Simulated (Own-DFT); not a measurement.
# Energy and forces against displacement in 6H (3C twinned every three layers) SiC, 48 atoms (C24Si24)

These are calculations, not measurements. The program, named Own-DFT, is a retired in-house plane-wave density functional code that no person has reviewed. Each row is one single-point run on a periodic cell that was not relaxed, without spin or spin-orbit coupling.

Settings of every run: PBE; PseudoDojo norm-conserving scalar-relativistic files; cutoff 42 hartree; 5 x 5 x 2 k mesh centred on Gamma; Fermi-Dirac smearing of 0.1 eV.

Known limits, some of them of some rows only: some atoms lie very close together; forces on such cells passed a denser k mesh, each cell not checked; stress not checked against mesh or cutoff.

Cell vectors in Å: (4.360, -4.360, 0.000); (0.000, 4.360, -4.360); (8.719, 8.719, 8.719). In each run every atom was moved at random and independently from its ideal site; u is the rms move along one axis. E is the free energy for each atom above the fitted value at u = 0, and F the rms of the force components.

| run | u (Å) | E (meV/atom) | F (eV/Å) | largest force (eV/Å) | P (GPa) |
|---|---|---|---|---|---|
| 1 | 0.0274 | 30.3 | 0.794 | 3.03 | 3.63 |
| 2 | 0.0303 | 37.9 | 0.885 | 3.23 | 3.91 |
| 3 | 0.0313 | 37.1 | 0.863 | 2.72 | 3.83 |
| 4 | 0.0582 | 126.5 | 1.670 | 4.83 | 6.02 |
| 5 | 0.0623 | 148.6 | 1.790 | 6.47 | 6.63 |
| 6 | 0.1023 | 455.6 | 3.965 | 20.80 | 14.23 |
| 7 | 0.1053 | ? | ? | ? | ? |
| 8 | 0.1065 | 428.9 | 3.408 | 11.99 | 13.73 |

## Worked fit

For small independent moves the energy grows as E = (3/2) K u², with K the mean stiffness felt by one atom. The runs with u up to 0.11 Å give K = 26.3 ± 1.0 eV/Å², with residuals divided by u² + 0.0006 Å², since the noise grows with the moves. The scatter is 6.8 meV/atom at u = 0.05 Å. The forces follow F = G u with G = 30.8 eV/Å²; no force at u = 0 is resolved. G exceeds K because the moves of its neighbours add to the force on an atom, and stiffness differs between atoms. The pressure follows P = 2.82 + 1016 u² GPa: at fixed volume, shortened bonds push harder than stretched ones pull.

## Withheld run

Question: what energy and rms force should run 7 give?

The fit gives 437 ± 30 meV/atom and about 3.24 eV/Å. The calculation gave 362.9 meV/atom and 2.775 eV/Å.
